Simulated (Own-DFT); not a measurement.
Simulation results for GaN (wurtzite, atoms displaced)

A calculation, not a measurement: plane-wave PBE density functional theory by an unreviewed code, no spin, of a simulated periodic cell, stress positive in tension, free energy of the whole cell less one offset for each atom, forces on such cells passed a denser k mesh, this cell's mesh not checked; offsets are fitted by least squares, one for each functional and potential file, so energies compare only between cells with the same atoms and settings and are not formation energies; the far tail of each file's local potential was reset to the Coulomb form; each entry is a single point on an unrelaxed cell, so the pressure reflects the starting lattice, mostly measured values (interpolated for alloys), from which strain is counted, and rises with the displacements; printed positions are rounded, which can move forces by about a meV/angstrom; the program, named Own-DFT, is a retired in-house code; no spin-orbit coupling. Program: Own-DFT development build.

Common to all runs: functional PBE; potential files PseudoDojo norm-conserving, scalar-relativistic, standard set with the stringent files for Ga; wave cutoff 96 hartree; occupations Gaussian; smearing width 0.01 eV; k mesh 3 x 4 x 3 centred on Gamma.

(1) 
```xyz
96
Lattice="12.7560 0.0000 0.0000 -4.7835 8.2853 0.0000 0.0000 0.0000 10.3700" Properties=species:S:1:pos:R:3:force_x:R:1:force_y:R:1:force_z:R:1 formula=GaN free_energy_of_cell_above_offsets=44.419 pressure=20.86 stress_xx=-24.35 stress_yy=-21.24 stress_zz=-17 stress_yz=-1.82 stress_xz=0.31 stress_xy=5.41
Ga    -0.0556     1.7243    10.1528      1.093     -0.582      3.101
Ga     1.6681     0.7855     2.5917     -1.824     -0.285       1.24
N      0.1138     2.0207     1.9189     -0.277     -7.018     -2.132
N      1.5560     0.6368     4.7223       0.51      6.905     -2.811
Ga    -0.0687     1.9146     5.3975       0.69     -0.638       -7.8
Ga     1.6024     0.8584     7.8815      1.088      2.083     -1.707
N      0.0314     1.8932     7.0604     -0.014     -0.754      8.569
N      1.9317     0.9736     9.8779     -9.321     -4.941     -5.305
Ga    -1.7591     4.6295    10.2712      0.734     -3.583      2.978
Ga    -0.0027     3.6339     2.3993       1.73      5.313      2.854
N     -1.5013     4.6567     2.1032     -1.239       0.23     -2.749
N     -0.0026     3.7352     4.4439      0.002     -0.128      1.912
Ga    -1.5820     4.7932     5.3003       0.04      -4.98      -3.38
Ga    -0.0789     3.8727     7.7674      9.104     -6.309      3.722
N     -1.4830     4.4223     7.2596     -3.039      6.103     -4.867
N     -0.0379     3.4648     9.7528      -0.28      4.477     -1.195
Ga    -3.1173     7.3039    10.1973     -1.873      0.539      3.343
Ga    -1.4706     6.5016     2.4728     -6.785     -2.758      1.972
N     -3.4640     7.1647     1.9247      4.906      2.691     -1.766
N     -1.8082     6.4180     4.5698      3.856      0.198     -0.133
Ga    -3.2913     7.2632     5.1084     -2.698     -2.434      0.382
Ga    -1.7578     6.1723     7.5560      1.163       4.65      2.413
N     -3.1654     7.3599     7.1047     -0.227     -0.865      1.181
N     -1.6356     6.3058     9.7129      1.402      2.394      -2.29
Ga     3.2186     1.6822     0.2032      6.448      4.633     -0.524
Ga     5.0279     0.9387     2.7632     -3.556     -0.538     -3.493
N      3.1578     1.7669     1.9329      1.739      1.512      4.691
N      4.6114     0.7552     4.4910      7.554     -5.669     -0.357
Ga     3.4584     1.7233     5.0201     -10.24      5.526      4.789
Ga     4.7729     0.7334     7.7991     -0.307      5.895      0.416
N      3.0897     1.8992     7.1292      1.372     -3.987     -0.693
N      4.8728     0.7345     9.9420     -2.471      8.611     -2.625
Ga     1.5080     4.7357    10.2396      0.816     -1.343      1.598
Ga     3.3294     3.8103     2.6191     -2.847     -0.847      0.399
N      1.4959     5.0290     2.0957       0.95     -8.368     -3.755
N      3.2051     3.6108     4.6101      0.257      0.667     -0.701
Ga     1.6523     4.6858     5.0707     -0.791     -2.676      0.446
Ga     3.1912     3.5077     7.8797      1.042      3.128     -0.586
N      1.5422     4.5216     7.2732      2.108      2.911     -1.192
N      3.3976     3.7050     9.7335     -6.274     -2.668      0.078
Ga    -0.0118     7.4256    10.0869     -2.612     -7.878      3.245
Ga     1.4184     6.6490     2.6153      4.295      0.763      0.517
N     -0.0754     7.3637     2.1859      1.424      5.816     -3.843
N      1.3683     6.4809     4.4363      8.375     -2.562       0.19
Ga     0.1174     7.0726     5.2470     -9.097      5.013      3.529
Ga     1.5414     6.5955     7.8449      3.997     -3.442     -2.217
N      0.0965     7.3590     7.2508     -3.952     -2.658     -3.336
N      1.5556     6.7029     9.5909      0.336     -4.003      2.614
Ga     6.2865     1.7795     0.0819      0.803      1.847     -3.877
Ga     7.7473     1.0169     2.7398      3.492     -1.235     -2.814
N      6.3392     1.9475     1.8264      0.533     -2.424      3.297
N      7.8076     1.1566     4.5216      1.128      -4.34      0.223
Ga     6.2331     1.6604     5.1466     -1.373      2.845      2.282
Ga     8.3602     0.8242     7.7652     -3.254      8.082       3.48
N      6.2911     1.7601     7.0491      0.307     -1.304      1.271
N      7.6410     0.7644     9.7945      4.752      0.222      -0.82
Ga     4.8073     4.4452    10.2879      3.676      3.676       1.51
Ga     6.2280     3.6190     2.5020      5.268      1.838      4.048
N      4.8976     4.5713     1.9728      -3.31      1.231     -2.581
N      6.3887     3.4818     4.5312     -1.172      1.534      0.255
Ga     4.7296     4.7281     5.3491       1.41     -3.635      0.822
Ga     6.3645     3.5958     7.5845      1.888      -3.37      2.804
N      4.9937     4.5700     7.3520     -6.033       3.56     -1.724
N      6.4684     3.7871     9.7389     -6.414     -5.083     -3.058
Ga     3.0724     7.1443     0.1493     -0.151      3.335      0.305
Ga     4.6824     6.3868     2.3415      6.663      -1.05      3.925
N      3.2194     7.0634     2.0138     -6.794      5.717     -0.723
N      4.7205     6.3117     4.5781     -1.002      4.072     -0.932
Ga     3.0959     7.3699     5.5524      0.494     -1.434     -10.24
Ga     4.8925     6.8395     8.0230     -0.881     -5.367        0.9
N      3.4170     7.5875     7.1397     -1.992     -5.966      4.361
N      4.6564     6.5407     9.9603      3.483     -1.146     -2.115
Ga     9.4590     1.8214     0.0157     -2.368      0.541      1.527
Ga    11.2103     1.0167     2.5921      7.306     -4.501      3.213
N      9.7962     1.6724     2.1326      -9.08      4.729     -3.655
N     11.2022     0.8048     4.7065     -0.445      5.069     -3.244
Ga     9.4528     1.7286     5.0142      2.735     -0.133      1.091
Ga    11.2611     0.8163     7.9574      2.184      1.315     -13.04
N      9.5938     1.9058     6.8993          1     -0.451      3.042
N     10.7929     0.9749     9.4645      1.048     -0.656      10.11
Ga     7.7917     4.4506     0.0602      5.421        3.6      2.864
Ga     9.7695     3.6679     2.6464     -2.646      0.513      1.316
N      7.8827     4.7613     1.9152      0.572     -4.342      0.073
N      9.6226     3.5172     4.7802      0.348      3.791     -1.635
Ga     7.9402     4.5398     5.5595     -0.143      -0.13     -6.958
Ga     9.8369     3.6935     7.6048     -9.513       -5.1      2.427
N      7.9394     4.4607     7.3155      3.426      2.696      1.989
N      9.3904     3.7224     9.7846      2.241     -1.144      -1.12
Ga     6.5633     7.3824    10.2460     -11.06      6.071      6.666
Ga     7.7052     6.4762     2.5077      8.166     -5.877      4.444
N      6.4252     7.3081     2.1188     -9.513      6.943     -4.688
N      7.9185     6.2441     4.4435     -0.533       0.56      2.815
Ga     6.3445     7.4539     5.1869      0.218     -5.726     -2.481
Ga     8.0423     6.5908     7.9112     -2.013     -2.456      -2.67
N      6.2126     7.4275     6.9633      3.544      0.374       4.31
N      7.7251     6.4831     9.7296      10.27     -5.433      -3.71
```

Units: free_energy_of_cell_above_offsets in eV; pressure, stress_xx, stress_yy, stress_zz, stress_yz, stress_xz, stress_xy in GPa; force_x, force_y, force_z in eV/Å.

(2) 
```xyz
96
Lattice="12.7560 0.0000 0.0000 -4.7835 8.2853 0.0000 0.0000 0.0000 10.3700" Properties=species:S:1:pos:R:3:force_x:R:1:force_y:R:1:force_z:R:1 formula=GaN free_energy_of_cell_above_offsets=39.903 pressure=19.69 stress_xx=-18.79 stress_yy=-17.52 stress_zz=-22.77 stress_yz=0.08 stress_xz=-3.47 stress_xy=-0.83
Ga    -0.1703     1.8659    10.3543      2.618     -0.077      0.705
Ga     1.5238     0.7891     2.7308      1.521      1.031     -8.124
N      0.1023     1.6549     1.8596     -2.498      2.634      1.065
N      1.6860     0.7557     4.3812      0.752      4.611      6.846
Ga     0.0367     1.8937     5.2930      0.911     -0.758     -0.946
Ga     1.7089     0.8373     7.8649     -0.035      2.262     -0.372
N      0.0374     1.8988     7.2325      9.368      4.046      -4.61
N      1.8160     1.0362     9.7479     -4.568     -3.486     -1.786
Ga    -1.7079     4.5399     0.2061      0.114     -1.825     -12.43
Ga    -0.0061     3.8483     2.8035      0.952     -0.994     -8.087
N     -1.6323     4.7075     1.7593       1.37     -3.134       11.6
N     -0.1001     3.6747     4.4642      1.096     -0.422      6.645
Ga    -1.6604     4.5607     5.1145     -2.136      0.477      0.016
Ga     0.0675     3.8887     7.5714      5.651         -5      3.715
N     -1.4102     4.4218     7.2942     -8.461      5.471     -4.485
N      0.0199     3.7031     9.5490      -3.95     -2.792      0.682
Ga    -2.9899     7.4895     0.0719     -0.955     -0.395     -0.573
Ga    -1.4305     6.3452     2.3293     -4.241      2.794       2.44
N     -3.2021     7.3540     1.8831      1.474      -0.99      2.038
N     -1.5061     6.4826     4.3662     -4.552     -3.295     -0.557
Ga    -3.2189     7.4923     5.1855     -0.604     -4.192     -2.403
Ga    -1.6119     6.4992     7.9064      -2.96     -2.104     -1.304
N     -3.1797     7.4832     6.9563      0.986     -1.569      3.791
N     -1.4612     6.1725     9.6495     -0.758      2.595      2.597
Ga     3.2312     1.9159    10.2199      3.262     -0.054      3.777
Ga     4.9593     0.7424     2.8237     -1.388      4.134     -4.629
N      3.1287     1.9005     1.8637      0.547     -1.782      0.944
N      4.9794     0.9905     4.6196     -10.72      -5.34     -0.292
Ga     3.3543     1.9343     5.2565     -1.142     -0.266     -2.775
Ga     4.8369     1.0175     7.5731      -2.06     -0.903      1.904
N      3.1233     1.9713     7.0275      0.958     -1.551      1.988
N      4.8767     1.0913     9.5417     -1.769     -3.725     -0.632
Ga     1.2970     4.6241    10.2706      4.255     -2.581       3.54
Ga     3.1502     3.5820     2.6376      1.534      0.854     -3.051
N      1.6618     4.6838     2.0025     -1.577     -1.218     -1.153
N      3.2324     3.7411     4.4878     -4.014     -2.563      0.247
Ga     1.7154     4.6886     5.1854     -1.034     -1.395      0.325
Ga     3.0947     3.8255     7.8560      9.972     -3.673     -2.545
N      1.7175     4.3948     7.2864     -6.941      6.939     -6.543
N      3.0338     3.5640     9.5309      0.586      3.137      4.917
Ga     0.2668     7.2656    10.1536     -7.287      5.841      2.338
Ga     1.7316     6.4238     2.5779     -0.662      1.566     -1.505
N     -0.0442     7.3871     2.1935      4.353     -0.742     -3.332
N      1.5313     6.4149     4.4341      0.906      1.082      2.875
Ga    -0.2981     7.2560     5.2539      4.938      2.202      1.767
Ga     1.6351     6.3775     7.7521     -1.527     -0.133      0.565
N     -0.1883     7.2493     7.2486      4.824      2.214     -2.739
N      1.5511     6.2994     9.8024      6.501      0.349     -2.878
Ga     6.4436     1.7771    10.1701     -0.181     -4.445      3.304
Ga     8.0186     1.0174     2.6138     -1.991      1.762     -6.057
N      6.2616     1.9948     1.7174      1.471     -1.963      4.088
N      8.1039     0.8423     4.3195     -3.863     -3.597      3.543
Ga     6.3818     1.5860     4.9830      9.358      7.403      3.634
Ga     8.0853     0.9210     7.6754      0.371     -1.964       3.18
N      6.4859     1.7047     7.1183      0.688     -0.452     -2.674
N      7.9778     0.9937     9.7007      2.775     -2.315     -1.096
Ga     4.7848     4.4964    10.0208     -1.773      0.671      3.413
Ga     6.3964     3.8614     2.5954     -0.548     -0.728     -1.381
N      4.7878     4.7276     1.9673     -0.999      0.562     -0.152
N      6.2486     3.7412     4.5350       0.71     -1.824     -0.081
Ga     4.5742     4.6894     5.0033      5.041     -1.013      2.349
Ga     6.5969     3.4250     7.7783     -1.859      3.653      0.772
N      4.8049     4.7421     6.8672       -0.8      -2.34      3.737
N      6.2076     3.3936     9.9381      2.031      8.523     -4.223
Ga     3.2946     7.4240    10.3285     -0.167     -0.015      0.023
Ga     4.6663     6.7064     2.7778      3.745     -3.908     -3.136
N      3.4460     7.6084     1.8540      -3.26     -0.654     -0.246
N      4.9277     6.3891     4.5831     -4.782      1.611     -1.679
Ga     3.2013     7.2406     5.1587        0.1     -0.478      1.006
Ga     4.6622     6.3756     7.9675      6.656     -1.868     -6.514
N      3.2798     7.0694     7.2859     -5.343      5.446     -4.363
N      4.7606     6.4201     9.6332      1.188     -0.232      6.329
Ga     9.6523     1.9680     0.0922     -0.472     -5.224      0.569
Ga    11.1625     0.9762     2.7930      1.531     -0.172     -4.509
N      9.6000     1.9359     2.0727      1.627     -5.446     -2.598
N     11.4181     0.8989     4.5383     -2.217      0.417      2.308
Ga     9.1755     1.5819     5.3798      6.787      5.401      1.722
Ga    11.4785     1.2647     7.8104     -11.07     -7.901      3.449
N      9.5797     2.0344     7.2542     -0.033     -4.302     -2.491
N     11.1487     0.7186     9.7336     -0.513      4.613     -1.144
Ga     8.0629     4.6628     0.1215     -3.168       1.51      -4.15
Ga     9.4308     3.5398     2.5432      0.854      5.516      0.825
N      8.2151     4.6556     1.8026      -2.74      0.767      5.603
N      9.2349     3.7206     4.3119      2.411     -0.802      4.925
Ga     7.8093     4.5914     5.2805     -0.061     -0.262     -0.526
Ga     9.8091     3.6592     7.8576     -3.373      3.088      1.654
N      7.8919     4.7046     7.1967      2.248     -1.781      0.456
N      9.3049     3.5460     9.8328       3.56       2.76     -3.193
Ga     6.5034     7.3144    10.3520     -2.698     -0.745      2.401
Ga     7.8778     6.4791     2.8158      6.376     -3.763     -1.656
N      6.6843     7.2765     2.0081     -8.084      4.594     -2.718
N      7.9225     6.3274     4.5753      0.972      1.961      2.271
Ga     6.2868     7.3981     4.9611      4.062      0.661      4.284
Ga     8.1238     6.4987     7.7322     -3.633      0.514      0.746
N      6.1757     7.2248     6.9112      1.942      1.961      2.128
N      8.0240     6.5764     9.9166      3.518      -2.48     -3.706
```

Units: free_energy_of_cell_above_offsets in eV; pressure, stress_xx, stress_yy, stress_zz, stress_yz, stress_xz, stress_xy in GPa; force_x, force_y, force_z in eV/Å.

(3) 
```xyz
96
Lattice="12.7560 0.0000 0.0000 -4.7835 8.2853 0.0000 0.0000 0.0000 10.3700" Properties=species:S:1:pos:R:3:force_x:R:1:force_y:R:1:force_z:R:1 formula=GaN free_energy_of_cell_above_offsets=44.584 pressure=20.79 stress_xx=-19.14 stress_yy=-20.83 stress_zz=-22.4 stress_yz=0.49 stress_xz=-2.94 stress_xy=0.44
Ga     0.0367     1.7372     0.0169     -4.149      1.706      2.005
Ga     1.6453     0.7612     2.7433     -1.155      3.262     -0.128
N     -0.3003     1.8044     1.9009      6.442      3.455      0.059
N      1.6633     0.9918     4.5956     -5.391     -3.601     -0.649
Ga    -0.1447     1.7926     5.2866      1.044      0.507     -12.03
Ga     1.6959     1.1483     7.9403     -0.624     -1.634      -2.72
N      0.0839     1.6687     6.8191      1.197      1.459      14.82
N      1.5868     1.0234    10.1196     -3.923     -6.894     -4.813
Ga    -1.7284     4.7344     0.1105     -0.279     -3.234     -2.352
Ga    -0.0137     3.7505     2.7535       3.48     -3.815     -9.471
N     -1.4257     4.5690     2.0581     -4.049     -0.993     -2.733
N      0.0496     3.7783     4.3741      2.453     -2.614      7.844
Ga    -1.3819     4.5124     5.0185      -4.36      2.206      3.608
Ga     0.1005     3.7290     7.5866     -3.714     -1.239      1.407
N     -1.7799     4.5737     6.9069       2.21      0.213      1.317
N     -0.3114     3.4888     9.7320      2.401      2.287     -1.447
Ga    -3.1322     7.3436    10.1887     -4.522      1.291      2.767
Ga    -1.3794     6.1736     2.6837     -1.397      7.311      1.351
N     -3.3223     7.4832     2.0127     -0.006     -6.672      -1.43
N     -1.5312     6.4638     4.7826     -4.244     -3.312       -4.1
Ga    -3.2657     7.2182     5.0868      4.297      4.268      2.424
Ga    -1.6237     6.5757     7.7852       0.32     -1.571     -1.582
N     -3.2411     7.4629     7.3130      1.356      0.693     -0.993
N     -1.6704     6.4839     9.7596      3.076     -1.243     -0.974
Ga     2.9173     1.9040    10.2173      10.32      2.992      3.707
Ga     4.8587     0.9211     2.4005     -5.375      2.823       4.42
N      3.0812     1.6616     2.0250      1.825      3.093     -1.787
N      4.7555     0.9224     4.5191      2.442     -0.387     -1.112
Ga     3.1325     1.7352     5.0124      3.786      0.481      2.353
Ga     4.7396     0.9628     7.8006      1.943      1.492     -3.229
N      3.2834     1.9009     6.9563     -1.101      1.176       2.53
N      4.9542     0.8374     9.5287     -1.563      0.434      5.062
Ga     1.5032     4.4487    10.1427      -3.84      2.088      3.316
Ga     3.1847     3.7665     2.7083      0.619     -0.444     -5.669
N      1.7047     4.7448     1.8984     -1.685     -1.564      0.107
N      3.2760     3.4213     4.3875      0.046      4.548      5.328
Ga     1.5528     4.6170     5.1761      2.264     -3.076     -0.204
Ga     3.1179     3.9692     7.8283      8.855     -8.913      3.427
N      1.8262     4.6334     7.2371     -10.22      3.498     -6.039
N      2.9998     3.6735     9.6956      3.868      -0.34     -1.203
Ga    -0.0353     7.2473     0.0223      0.556      2.435     -2.051
Ga     1.5566     6.5428     2.3843       0.09     -0.337      0.755
N     -0.0415     7.5982     1.8397      0.337     -6.922      0.651
N      1.3825     6.3089     4.7081      1.516       3.29     -1.902
Ga    -0.1607     7.3875     5.2105      3.406      3.307     -2.348
Ga     1.6057     6.3845     7.6570      -1.17      4.876      1.907
N      0.0633     7.5838     6.9222      0.376     -2.751       5.66
N      1.5473     6.3613     9.8623      0.996     -0.181     -2.002
Ga     6.3570     2.0857     0.0948     -0.753     -10.12      0.011
Ga     7.9359     0.8028     2.6617     -0.285      2.981     -9.048
N      6.3006     1.7625     1.9970       4.92      3.014     -1.369
N      8.0104     0.8578     4.2626     -1.797     -0.724      9.441
Ga     6.5689     2.0134     5.0923     -2.965     -6.518      3.368
Ga     8.2362     0.8042     7.8704     -3.811      8.323      3.331
N      6.6625     1.8334     7.2264     -1.562      1.415     -1.598
N      7.8028     0.9280     9.6731      2.305     -0.799      3.624
Ga     4.6927     4.7094     0.0528     -0.425     -3.242     -7.681
Ga     6.6474     3.6379     2.3216     -9.037     -3.681      4.313
N      4.6872     4.7061     1.6389      0.488     -1.421       12.1
N      6.5423     3.6380     4.6790     -1.477      5.687     -3.424
Ga     4.7544     4.5740     5.4972       0.41     -0.423      -9.05
Ga     6.3126     3.9150     7.8774      2.104     -3.998     -0.539
N      4.7543     4.6508     7.1892     -0.091     -2.035      3.058
N      6.3892     3.5762     9.8105     -2.152      7.761     -3.667
Ga     3.2973     7.3687     0.0019     -2.309      0.713      -0.21
Ga     4.6376     6.5987     2.5578      3.976      -6.79      1.607
N      3.3101     7.4284     2.0887     -7.144      1.397      -4.78
N      4.7305     6.4116     4.3690      -0.79     -0.891      3.972
Ga     2.9270     7.3541     5.2163      2.282     -0.159     -0.011
Ga     4.5811     6.2652     7.8377      3.291      5.738     -0.673
N      3.4226     7.6025     7.2910      -3.03     -11.11     -5.668
N      4.7591     6.3222     9.6620     -0.367      2.128      0.318
Ga     9.6876     1.6308     0.2476     -1.008      0.425     -8.149
Ga    11.2202     0.8177     2.5033     -1.358     -3.518      2.808
N      9.9239     1.9558     1.8720     -4.038      1.689      5.516
N     11.2584     0.7920     4.5803     -2.928      3.563     -2.117
Ga     9.2863     1.7311     5.1022      5.436      0.882        2.2
Ga    11.0806     0.9058     7.7690      3.851     -2.667      0.897
N      9.6184     1.8027     7.3532     -0.093      1.496     -4.143
N     11.4267     0.5968     9.8184     -3.041      2.138     -1.742
Ga     7.8944     4.5074    10.2712      3.555      1.824      -1.96
Ga     9.4902     3.7274     2.6614       2.07     -1.858     -3.034
N      7.8667     4.5980     1.8109      6.444      0.725     -1.438
N      9.6493     3.6566     4.4679     -0.025     -0.663      1.143
Ga     8.1096     4.5504     5.0587     -1.331      1.368      2.157
Ga     9.1326     3.5631     7.5459      9.505     -3.846      4.667
N      7.9714     4.5190     7.0254      -7.08       6.79     -2.946
N      9.5376     3.6698     9.4432     -0.295     -0.023      3.788
Ga     6.3203     7.1909     0.0796      2.145     -0.877     -0.905
Ga     8.0872     6.0751     2.7399     -0.306      7.004     -0.764
N      6.2198     7.0687     1.9689      4.049      2.515       0.19
N      7.9333     6.5969     4.7051      1.478      -6.16     -2.677
Ga     6.3995     7.3441     4.7862     -5.129     -0.998      3.682
Ga     7.9526     6.4697     7.5502     -0.004     -0.365      2.298
N      6.3827     7.2938     7.1179      -2.18      0.354     -0.832
N      7.9742     6.3721     9.6746     -0.248     -0.494      0.083
```

Units: free_energy_of_cell_above_offsets in eV; pressure, stress_xx, stress_yy, stress_zz, stress_yz, stress_xz, stress_xy in GPa; force_x, force_y, force_z in eV/Å.
